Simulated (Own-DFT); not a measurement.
# PBE and HSE06 on the same vacancies: monoclinic HfO2, Hf32O62

All values are computed. Each geometry was run twice at fixed positions with Own-DFT, a retired in-house plane-wave program that no person has reviewed: with PBE, and with HSE06 (exact exchange share 0.25 at short range, screening 0.11 per bohr, Gygi-Baldereschi treatment of its divergence). Both used PseudoDojo norm-conserving files made for PBE, a cutoff of 48 hartree, the Gamma point alone, fixed occupations, a neutral cell and no spin. The unstrained cell is 10.1 Å across at its thinnest, so Gamma alone is coarse and defects feel their images. The hafnium file keeps the 4f electrons in the core, and its forces lie about 75 meV/Å off all-electron values. The oxygen file's force components were 24 meV/Å off all-electron values in a glass.

Cell vectors in Å: (10.234, 0.000, 0.000); (0.000, 10.350, 0.000); (-1.696, 0.000, 10.445). Atoms were moved at random from their ideal sites, and each line below averages several runs of one case and one width of the moves; u² is the mean square move along one axis. E is the PBE energy of the cell and D the HSE06 energy less the PBE one, each over its lowest single run, with the standard error of the mean. Within a case the pair of sites differs from run to run.

- A: two O taken from sites with four and four neighbours, under 3.2 Å apart
- B: two O taken from sites with three and four neighbours, under 3.2 Å apart
- C: two O taken from sites with three and three neighbours, under 3.2 Å apart

| case | runs | u² (Å²) | E (eV) | error of E | D (eV) | error of D |
|---|---|---|---|---|---|---|
| A | 14 | 0.000910 | 0.466 | 0.054 | 0.105 | 0.010 |
| A | 14 | 0.002537 | 4.409 | 0.159 | 0.276 | 0.020 |
| A | 14 | 0.006448 | 13.271 | 0.555 | 0.777 | 0.038 |
| B | 14 | 0.000902 | 0.516 | 0.074 | 0.060 | 0.008 |
| B | 14 | 0.002508 | 4.186 | 0.178 | 0.264 | 0.018 |
| B | 14 | 0.006367 | 13.525 | 0.409 | 0.742 | 0.027 |
| C | 14 | 0.000904 | 0.639 | 0.042 | 0.053 | 0.010 |
| C | 14 | 0.002425 | 4.501 | 0.166 | 0.230 | 0.013 |
| C | 14 | 0.006443 | 14.245 | 0.366 | 0.788 | 0.041 |

Question: how do the cases differ under PBE, and what does HSE06 change?

## Solution

Fit E and D each to a + b u², with one a for each case and lines weighted by their errors. Against A, in eV:

```
case,PBE,change by HSE06,HSE06
B,0.04 ± 0.08,-0.036 ± 0.012,0.00 ± 0.09
C,0.21 ± 0.07,-0.047 ± 0.012,0.16 ± 0.07
```

Under PBE, C lies above A by more than three errors. D is known much better than E, because both runs of a geometry share the same random moves. HSE06 moves B down and C down against A. The slope b is 2408 ± 37 eV/Å² for E and 124 ± 3 for D, so at this fixed cell HSE06 makes random moves about 5 % costlier. The vacancies are unrelaxed, and relaxation differs between sites.
